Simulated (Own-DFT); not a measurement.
# Biaxial strain at fixed height in wurtzite AlGaN with randomly placed atoms, 128 atoms (Al48Ga16N64)

No measurement is shown. These are fixed-geometry runs of a retired plane-wave code named Own-DFT, which no person has reviewed; spin and spin-orbit coupling are neglected.

Method: PBE; PseudoDojo norm-conserving scalar-relativistic files (stringent for Ga); cutoff 96 hartree; 3 x 3 x 3 k mesh centred on Gamma; Gaussian smearing of 0.01 eV.

Caveats: k mesh not checked against a denser one; stress not checked against mesh or cutoff.

Unstrained cell vectors in Å: (12.525, 0.000, 0.000); (-6.263, 10.847, 0.000); (0.000, 0.000, 10.066). The unstrained cell has measured lattice constants (interpolated for alloys), not those of this functional. That, the random moves and any unrelaxed bonds set the pressure at no strain. Each run strains x and y alike by e, as a substrate would, and holds the height along z. Each coordinate of each atom was shifted by a normal deviate of width 0.05 Å. The random placing of the alloy's atoms differs from row to row. Stress is positive in tension.

```
e (%)  u (Å)  (s_xx + s_yy)/2 (GPa)  s_zz (GPa)
-2.75  0.046                 -24.32       -9.87
-2.25  0.049                 -20.13      -10.24
-2.00  0.054                 -18.92       -9.81
-0.50  0.050                  -9.85       -6.27
-0.25  0.049                      ?           ?
 0.25  0.050                  -5.73       -4.13
 0.50  0.047                  -3.69       -5.73
 0.75  0.050                  -2.18       -5.62
 1.50  0.049                   2.11       -3.60
 2.00  0.048                   3.84       -4.08
```

## Working it out

With e as a fraction, the in-plane stress is -6.7 + 579 e - 1832 e² GPa (errors 11 and 716, scatter 0.43), and s_zz is -6.2 + 149 e GPa (slope ± 19, scatter 0.90). At e = 0 the first slope is C11 + C12 and the second 2 C13, both with the ions held to the strained lattice and at the cell's own pressure. A free layer would change its height as e changes, and the in-plane slope would drop by 2 C13²/C33 to the biaxial modulus. At fixed height, a misfit of 1 % moves the in-plane stress by about 5.8 GPa and s_zz by 1.5 GPa.

## Test on the hidden row

Asked: what are the two stresses at e = -0.25 %?

From the fit: -8.1 and -6.6 GPa. Computed: -7.68 and -7.05 GPa.
